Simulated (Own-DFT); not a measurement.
# How HSE06 shifts the pressure of monoclinic HfO2, 94 atoms (Hf32O62), with two O vacancies

Calculated, not measured. Each geometry was run twice at fixed positions with Own-DFT, a retired in-house plane-wave program that no person has reviewed: with PBE, and with HSE06 (exact exchange share 0.25 at short range, screening 0.11 per bohr, Gygi-Baldereschi treatment of its divergence). Both used PseudoDojo norm-conserving files made for PBE, a cutoff of 48 hartree, the Gamma point alone, fixed occupations, a neutral cell and no spin. The unstrained cell is 10.1 Å across at its thinnest, so Gamma alone is coarse and defects feel their images. The hafnium file keeps the 4f electrons in the core, and its forces lie about 75 meV/Å off all-electron values. The oxygen file's force components were 24 meV/Å off all-electron values in a glass.

Unstrained cell vectors in Å: (10.234, 0.000, 0.000); (0.000, 10.350, 0.000); (-1.696, 0.000, 10.445), volume V0 = 1106.4 Å³, from measured lattice constants. Each geometry has its own random strain of a few per cent, its own defect sites and random moves of rms u per axis. HSE06 gave the energy alone. D is its energy less that of PBE, over the lowest D shown. The PBE stress wasn't checked against mesh or cutoff.

```
run,V - V0 (Å³),u (Å),P with PBE (GPa),D (eV)
1,-20.2,0.0307,9.22,0.305
2,-9.5,0.0308,5.94,0.605
3,-28.1,0.0289,10.67,0.148
4,-40.9,0.0497,14.30,0.119
5,-16.8,0.0484,9.83,0.638
6,-28.6,0.0294,9.77,0.146
7,-6.8,0.0298,5.55,0.606
8,-10.8,0.0484,7.97,0.761
9,-38.3,0.0311,14.27,0.000
10,1.4,0.0267,3.80,0.899
11,-8.2,0.0530,8.06,?
```

## Worked fit

D = 0.69 + 0.0228 (V - V0) + 142 u² eV, with an error of 0.0011 on the volume slope, 22 on the last term and a scatter of 0.05 eV. Pressure is -dE/dV, and 1 eV/Å³ is 160.2 GPa, so HSE06 changes the pressure by -3.6 ± 0.2 GPa. With the ions held to the strained lattice, the PBE pressure falls by 257 ± 19 GPa per unit of volume strain; the shape of the strain isn't fitted, so the true error is larger, and a relaxed crystal would be softer. On that slope HSE06's volume at a given pressure is about 1.4 % smaller, or 0.5 % in lengths. At u = 0 and V0 the PBE pressure is 3.4 GPa, which puts the zero-pressure volume, against the measured cell and with the defects in, at +1.3 % for PBE and -0.1 % for HSE06, each good to a few tenths of a per cent.

## Test on the hidden row

Q: what D should run 11 give?

The fit gives 0.90 eV, with rows scattering by 0.05. DFT gave 0.945 eV.
